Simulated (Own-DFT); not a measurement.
## Calculated data, Si₁₂O₂₃ (quartz with two neutral oxygen vacancies, atoms displaced)

Computed with Own-DFT development build. A calculation, not a measurement: plane-wave PBE and HSE06 DFT by an unreviewed code, no spin, of a simulated cell at Gamma alone, so results move with cell size and shape, stress positive in tension, energies less offsets, not probed for a lower state with spin; oxygen file: force components 24 meV/angstrom off all-electron in a glass; k mesh not checked against a denser one; forces and stress are PBE's, HSE06 gives the energy alone, and its difference from PBE has offsets of its own; offsets are fitted by least squares, one for each functional and potential file, so energies compare only between cells with the same atoms and settings and are not formation energies; the far tail of each file's local potential was reset to the Coulomb form; each entry is a single point on an unrelaxed cell, so the pressure reflects the starting lattice, mostly measured values (interpolated for alloys), from which strain is counted, and rises with the displacements; printed positions are rounded, which can move forces by about a meV/angstrom; the program, named Own-DFT, is a retired in-house code; no spin-orbit coupling.

Settings shared by all entries: first functional PBE; second functional HSE06; exact exchange share 0.25; screening 0.11 1/bohr; exchange divergence Gygi-Baldereschi; potential files PseudoDojo norm-conserving, scalar-relativistic, made for PBE, standard set; wave cutoff 48 hartree; occupations fixed; k mesh 1 x 1 x 1 centred on Gamma.

(1) Si₁₂O₂₃ (quartz with two neutral oxygen vacancies, atoms displaced)

```
CELL_PARAMETERS angstrom
9.82680 0.00000 0.00000
-4.91340 8.51030 0.00000
0.00000 0.00000 10.81040
ATOMIC_POSITIONS crystal
Si 0.23536 0.00400 0.99793
Si 0.00447 0.23043 0.33864
Si 0.27315 0.28313 0.16594
O 0.19441 0.12943 0.07148
O 0.42736 0.28757 0.22212
O 0.36939 0.08004 0.39198
O 0.07007 0.36481 0.44066
O 0.13159 0.20714 0.27916
O 0.29114 0.42295 0.11689
Si 0.22929 0.99110 0.50107
Si 0.99324 0.23204 0.83232
Si 0.24445 0.24276 0.66567
O 0.19966 0.12960 0.56340
O 0.43144 0.29350 0.72802
O 0.37278 0.07615 0.89737
O 0.13212 0.20428 0.77487
O 0.29298 0.42913 0.60531
Si 0.24166 0.50505 0.00656
Si 0.00196 0.74133 0.33622
Si 0.25893 0.77071 0.17234
O 0.42640 0.79851 0.21939
O 0.36603 0.57219 0.39652
O 0.06577 0.86661 0.44075
O 0.12950 0.70045 0.27799
O 0.29799 0.92355 0.11152
Si 0.23727 0.49900 0.49564
Si 0.01420 0.74541 0.83130
Si 0.26389 0.76310 0.66684
O 0.20650 0.63099 0.56076
O 0.42590 0.79186 0.72534
O 0.36266 0.56481 0.89027
O 0.06047 0.85896 0.94162
O 0.12979 0.71648 0.77167
O 0.28841 0.91926 0.60458
Si 0.72820 0.99321 0.99554
Si 0.49454 0.22855 0.32163
Si 0.77521 0.27048 0.16707
O 0.71158 0.13891 0.05928
O 0.92679 0.29602 0.22782
O 0.86230 0.07546 0.39666
O 0.57096 0.37256 0.43602
O 0.64484 0.21559 0.27349
O 0.78956 0.43030 0.10472
Si 0.73934 0.00290 0.49039
Si 0.50307 0.23855 0.82472
Si 0.75532 0.25958 0.66278
O 0.70902 0.13642 0.56105
O 0.92958 0.29360 0.72343
O 0.87005 0.06794 0.89273
O 0.57152 0.36879 0.94074
O 0.63526 0.19962 0.76890
O 0.78731 0.42082 0.60823
Si 0.73455 0.49516 0.00253
Si 0.49916 0.74560 0.32785
Si 0.75892 0.76329 0.17318
O 0.70758 0.62487 0.07215
O 0.92787 0.78886 0.22777
O 0.86979 0.57442 0.39420
O 0.58663 0.86995 0.44102
O 0.62968 0.70364 0.27048
O 0.79429 0.93086 0.10965
Si 0.73496 0.49921 0.50343
Si 0.50177 0.72907 0.83009
Si 0.76555 0.76020 0.67171
O 0.72533 0.63953 0.56187
O 0.92331 0.79169 0.72756
O 0.86857 0.58286 0.89029
O 0.57110 0.86682 0.94383
O 0.63273 0.70801 0.77548
O 0.79002 0.91815 0.60882
```

- PBE energy of cell above offsets: -14.813 eV
- HSE06 less PBE above offsets: 0.139 eV
- PBE pressure: 10.27 GPa
- PBE stress xx: -11.06 GPa
- PBE stress yy: -8.7 GPa
- PBE stress zz: -11.06 GPa
- PBE stress yz: 2.09 GPa
- PBE stress xz: 0.64 GPa
- PBE stress xy: 0.52 GPa

Force:
```tsv
element	x (eV/Å)	y (eV/Å)	z (eV/Å)
Si	-1.537	-0.641	2.14
Si	-3.812	2.147	-1.323
Si	3.423	-13.18	5.325
O	1.288	-0.522	-1.191
O	-2.176	1.446	-2.685
O	-1.604	-3.312	2.061
O	-0.1	0.458	0.641
O	4.069	0.087	-2.064
O	-3.526	10.44	-4.467
Si	0.089	2.677	-1.378
Si	1.334	2.249	1.836
Si	2.608	9.373	2.464
O	1.302	-5.367	-5.174
O	-4.894	0.292	-4.222
O	-0.038	-0.036	-0.602
O	-1.278	-1.185	1.968
O	1.214	-2.957	1.573
Si	-3.691	0.198	-0.59
Si	-0.468	-3.818	-0.674
Si	2.122	-5.524	-1.008
O	0.977	0.432	1.017
O	2.158	3.374	-3.713
O	0.258	1.852	1.65
O	0.128	0.213	0.685
O	-2.908	4.869	-3.614
Si	-1.985	-1.062	2.773
Si	-8.884	-2.69	1.773
Si	0.791	-1.718	-0.019
O	-0.509	0.233	-0.134
O	0.432	0.107	0.595
O	0.952	0.865	-0.239
O	1.975	4.628	3.328
O	7.539	-1.206	-3.294
O	0.007	1.412	-0.104
Si	2.275	3.86	2.803
Si	3.873	3.033	3.979
Si	-2.516	0.065	-1.902
O	0.395	-1.06	-1.073
O	4.014	0.044	2.133
O	4.323	2.22	-4.829
O	0.143	-0.989	-0.818
O	-1.438	-0.898	0.825
O	3.771	-2.629	3.625
Si	-1.381	-0.577	9.797
Si	2.74	-0.884	4.702
Si	3.925	2.206	1.005
O	0.844	-3.422	-3.379
O	-1.676	0.087	-1.033
O	-0.798	-1.154	0.411
O	-0.174	-1.232	-1.328
O	-2.781	-0.929	2.966
O	-0.006	1.092	0.129
Si	-1.308	3.433	-4.093
Si	1.291	-2.506	1.797
Si	3.625	1.44	-3.582
O	-1.09	0.686	-0.427
O	-1.73	1.032	-1.172
O	-0.029	-0.167	0.459
O	-3.47	-3.604	-2.577
O	-3.417	-0.676	3.146
O	0.023	-0.935	0.188
Si	0.223	-1.146	-2.897
Si	-3.682	0.918	2.2
Si	-1.055	1.116	-1.387
O	-1.585	-0.016	-0.011
O	2.632	1.048	1.067
O	-0.245	-1.107	0.764
O	-2.071	-3.556	-2.561
O	2.421	-1.026	-0.498
O	-1.322	2.096	-1.764
```

(2) Si₁₂O₂₃ (quartz with two neutral oxygen vacancies, atoms displaced)

```
CELL_PARAMETERS angstrom
9.82680 0.00000 0.00000
-4.91340 8.51030 0.00000
0.00000 0.00000 10.81040
ATOMIC_POSITIONS crystal
Si 0.22596 0.99207 0.00305
Si 0.00416 0.23237 0.32722
Si 0.26836 0.27059 0.16578
O 0.20982 0.12961 0.05645
O 0.40905 0.28320 0.22921
O 0.36867 0.07351 0.39332
O 0.07419 0.37155 0.43862
O 0.13452 0.20281 0.27824
O 0.29448 0.42083 0.10598
Si 0.23390 0.00113 0.50115
Si 0.00242 0.23643 0.82575
Si 0.26797 0.26984 0.66793
O 0.20569 0.13344 0.55199
O 0.41951 0.29232 0.72134
O 0.36498 0.07601 0.89549
O 0.07741 0.36022 0.94111
O 0.12798 0.20828 0.76926
O 0.30103 0.42565 0.61562
Si 0.24197 0.50764 0.00253
Si 0.99884 0.74073 0.33823
Si 0.26786 0.76692 0.16689
O 0.19904 0.62380 0.06313
O 0.42397 0.79553 0.22027
O 0.07250 0.86704 0.43533
O 0.14162 0.71241 0.27083
O 0.28772 0.92471 0.10423
Si 0.23050 0.49598 0.49682
Si 0.00712 0.74533 0.83385
Si 0.26955 0.77345 0.66376
O 0.21181 0.64025 0.56723
O 0.42925 0.79655 0.72444
O 0.36770 0.57656 0.89789
O 0.07731 0.87392 0.93176
O 0.14618 0.71768 0.76634
O 0.30842 0.92833 0.60469
Si 0.74155 0.01293 0.99193
Si 0.49373 0.21956 0.33531
Si 0.76452 0.26228 0.15921
O 0.70029 0.12775 0.05795
O 0.92498 0.29590 0.22540
O 0.87386 0.06892 0.39624
O 0.57448 0.36616 0.44108
O 0.63030 0.19579 0.27159
O 0.79271 0.42536 0.10607
Si 0.74157 0.99647 0.50177
Si 0.49952 0.23341 0.82779
Si 0.75628 0.25393 0.67114
O 0.69958 0.12960 0.55672
O 0.92773 0.30301 0.72761
O 0.87175 0.07315 0.89433
O 0.57343 0.36357 0.94347
O 0.63668 0.20964 0.77008
O 0.79832 0.42786 0.60163
Si 0.74123 0.50783 0.99761
Si 0.49295 0.72792 0.33410
Si 0.75491 0.76311 0.15862
O 0.70536 0.63819 0.06484
O 0.92087 0.78652 0.22015
O 0.85970 0.56856 0.39141
O 0.56588 0.86582 0.43798
O 0.79585 0.91979 0.10401
Si 0.72631 0.48918 0.50927
Si 0.50380 0.73745 0.83472
Si 0.76610 0.76837 0.66622
O 0.70104 0.62628 0.56037
O 0.91514 0.79105 0.72819
O 0.86315 0.57618 0.89476
O 0.55998 0.85306 0.94400
O 0.63407 0.71083 0.77828
O 0.79055 0.92778 0.61452
```

* PBE energy of cell above offsets: -15.696 eV
* HSE06 less PBE above offsets: 0.181 eV
* PBE pressure: 9.62 GPa
* PBE stress xx: -9.88 GPa
* PBE stress yy: -10.36 GPa
* PBE stress zz: -8.62 GPa
* PBE stress yz: -0.61 GPa
* PBE stress xz: 0.3 GPa
* PBE stress xy: 0.9 GPa

Force:
```tsv
element	x (eV/Å)	y (eV/Å)	z (eV/Å)
Si	2.34	3.255	-1.216
Si	-3.097	0.637	1.905
Si	-2.404	-5.326	-1.112
O	-2.238	2.53	1.875
O	6.544	0.287	3.445
O	-2.002	-5.082	2.528
O	-1.619	-2.879	-1.67
O	1.762	-0.009	-1.657
O	-1.479	3.698	-1.456
Si	2.041	-1.478	-0.353
Si	-2.137	1.444	3.24
Si	-2.587	-4.553	-1.627
O	-1.122	1.804	2.07
O	5.522	-0.057	2.703
O	0.441	-0.145	-0.808
O	0.049	0.584	0.05
O	3.278	-1.243	-1.618
O	-3.033	4.558	-3.601
Si	-0.401	-3.761	-0.607
Si	0.086	-5.639	-5.087
Si	-2.031	-0.838	-2.041
O	-1.413	2.023	1.023
O	3.565	0.352	1.789
O	0.553	3.66	3.857
O	-3.319	-0.416	2.715
O	1.314	-0.896	1.09
Si	3.09	4.743	1.831
Si	0.217	-3.945	-3.565
Si	3.918	-1.458	0.946
O	0.631	-3.894	-3.199
O	1.432	0.077	0.96
O	1.125	0.173	-1.543
O	-1.736	-0.118	0.968
O	-5.245	-0.975	4.427
O	-3.041	4.976	-3.042
Si	-0.605	-6.792	2.571
Si	1.387	6.88	-2.798
Si	-1.167	0.664	2.779
O	-0.917	0.651	-0.399
O	1.254	-0.55	0.314
O	0.224	0.528	-0.332
O	-1.654	-3.065	-1.771
O	-0.155	0.326	-0.622
O	-0.363	0.893	-0.707
Si	-3.672	0.208	-1.766
Si	-1.871	0.405	2.574
Si	3.632	3.667	-6.169
O	0.933	-0.36	0.35
O	-0.236	-0.567	-0.252
O	1.21	1.026	-2.58
O	0.215	0.133	-1.164
O	-3.576	-1.773	3.939
O	2.761	-3.247	4.199
Si	-2.892	-2.532	3.154
Si	0.885	-1.39	-1.11
Si	0.281	0.794	8.348
O	0.957	-6.153	-5.529
O	0.152	0.1	0.961
O	0.064	1.007	0.607
O	1.542	1.475	1.242
O	-2.77	6.095	-3.566
Si	0.397	3.048	-4.667
Si	-2.915	-1.364	-2.056
Si	-2.846	-3.925	-0.397
O	-1.167	2.265	1.561
O	4.55	0.631	1.912
O	2.972	2.897	-3.201
O	1.731	5.155	3.088
O	2.469	-0.379	-1.498
O	0.19	1.161	-0.235
```

(3) Si₁₂O₂₃ (quartz with two neutral oxygen vacancies, atoms displaced)

```
CELL_PARAMETERS angstrom
9.82680 0.00000 0.00000
-4.91340 8.51030 0.00000
0.00000 0.00000 10.81040
ATOMIC_POSITIONS crystal
Si 0.23486 0.99696 0.00050
Si 0.00321 0.23885 0.32185
Si 0.25907 0.25554 0.17257
O 0.20560 0.12869 0.05026
O 0.43345 0.30309 0.22991
O 0.36033 0.07081 0.39124
O 0.07564 0.37484 0.43724
O 0.12819 0.20628 0.27588
O 0.28417 0.41748 0.10833
Si 0.22697 0.00165 0.49756
Si 0.00547 0.24370 0.82871
Si 0.27505 0.26994 0.66346
O 0.20629 0.13972 0.55231
O 0.42023 0.29018 0.72390
O 0.37381 0.08019 0.89724
O 0.07332 0.36799 0.93682
O 0.13918 0.20998 0.78028
O 0.29152 0.42357 0.59699
Si 0.23502 0.50449 0.00541
Si 0.98856 0.72614 0.33045
Si 0.26354 0.76503 0.15774
O 0.20798 0.64400 0.05662
O 0.43004 0.79656 0.22056
O 0.37266 0.57021 0.39232
O 0.07021 0.86861 0.44527
O 0.14053 0.70915 0.28700
O 0.28778 0.91743 0.10913
Si 0.23692 0.49466 0.49614
Si 0.00256 0.73724 0.83378
Si 0.26514 0.76662 0.67594
O 0.19887 0.63309 0.55324
O 0.43975 0.79902 0.72833
O 0.35519 0.56984 0.89812
O 0.08180 0.86733 0.93814
O 0.13299 0.70965 0.76784
O 0.28345 0.92060 0.61505
Si 0.74032 0.00861 0.99926
Si 0.49778 0.23005 0.33117
Si 0.76735 0.26283 0.16354
O 0.70870 0.13871 0.05724
O 0.92433 0.29973 0.22190
O 0.86248 0.07290 0.39875
O 0.57068 0.36322 0.43756
O 0.63257 0.21066 0.27800
O 0.79944 0.42852 0.10982
Si 0.72319 0.98474 0.50964
Si 0.49695 0.23952 0.83388
Si 0.76997 0.26647 0.66594
O 0.70334 0.12944 0.55771
O 0.93244 0.29910 0.72831
O 0.86792 0.06888 0.89227
O 0.57140 0.36793 0.94371
O 0.63100 0.20100 0.77665
O 0.80025 0.42843 0.61161
Si 0.73593 0.50239 0.99920
Si 0.49953 0.72881 0.33014
Si 0.76601 0.76557 0.16582
O 0.93783 0.80068 0.22678
O 0.86143 0.57416 0.39468
O 0.56929 0.86106 0.44003
O 0.62762 0.69838 0.26533
Si 0.74277 0.51119 0.49846
Si 0.50728 0.74388 0.83387
Si 0.76685 0.76252 0.66769
O 0.71296 0.63961 0.55246
O 0.92782 0.79988 0.71618
O 0.86014 0.57502 0.89470
O 0.57039 0.85944 0.93807
O 0.63702 0.71706 0.77807
O 0.78922 0.93647 0.60642
```

- PBE energy of cell above offsets: -15.527 eV
- HSE06 less PBE above offsets: 0.310 eV
- PBE pressure: 8.28 GPa
- PBE stress xx: -11.1 GPa
- PBE stress yy: -5.95 GPa
- PBE stress zz: -7.79 GPa
- PBE stress yz: -0.19 GPa
- PBE stress xz: -0.53 GPa
- PBE stress xy: 0.78 GPa

Force:
```tsv
element	x (eV/Å)	y (eV/Å)	z (eV/Å)
Si	2.619	0.75	-0.099
Si	-5.983	-0.847	6.685
Si	1.949	1.104	-2.869
O	-1.636	2.607	3.342
O	-2.286	-0.711	-1.619
O	0.141	-0.309	-0.282
O	-1.148	-2.67	-2.607
O	4.119	-1.552	-1.541
O	-0.147	0.077	0.611
Si	2.963	-0.92	1.853
Si	1.349	-2.66	2.184
Si	-6.483	-1.948	-1.349
O	-0.456	0.935	1.1
O	5.001	1.161	2.154
O	-0.573	-1.72	0.602
O	-0.317	1.443	1.966
O	1.627	0.346	-2.032
O	2.257	-0.843	3.022
Si	-1.066	-2.286	-0.141
Si	4.948	3.354	2.178
Si	1.483	-1.493	8.849
O	-0.092	-3.962	-3.143
O	0.313	-0.685	0.338
O	0.045	-0.897	-0.238
O	-2.002	-3.112	-2.112
O	-0.028	0.04	-2.076
O	-2.333	5.566	-2.496
Si	-3.037	4.148	-0.697
Si	-1.577	-0.512	-1.719
Si	4.29	-0.407	-6.093
O	1.654	0.31	1.745
O	-3.541	0.238	-2.495
O	2.809	2.99	-2.969
O	-1.457	-1.388	-0.652
O	-2.937	-2.216	4.186
O	-1.169	2.785	-1.783
Si	0.725	-4.189	0.74
Si	-1.1	0.769	2.164
Si	-4.354	0.977	1.877
O	-0.797	-1.045	-1.154
O	3.504	0.245	1.113
O	0.639	1.389	-1.601
O	1.032	2.164	1.88
O	3.791	-0.564	-2.762
O	-0.672	0.737	-1.132
Si	-4.098	5.903	-8.464
Si	2.417	-0.235	-0.551
Si	-1.306	-2.358	-0.042
O	-0.79	1.312	1.349
O	-1.437	0.555	-1.893
O	0.712	1.581	-1.259
O	-0.598	-0.008	-0.366
O	-0.128	1.004	-0.471
O	-1.715	2.303	-1.822
Si	-1.839	0.879	4.816
Si	-1.875	1.877	-0.325
Si	0.768	0.311	-3.847
O	-2.488	0.694	-1.953
O	1.785	-0.245	-2.47
O	-0.569	-1.396	-0.744
O	0.661	-0.416	0.687
Si	-1.278	-7.148	2.253
Si	-1.988	-5.265	0.358
Si	-4.031	1.849	-1.531
O	-2	1.874	1.706
O	4.263	-0.208	3.227
O	2.268	1.976	-3.001
O	0.714	5.026	4.899
O	3.484	-1.216	-1.81
O	7.004	-5.847	8.321
```
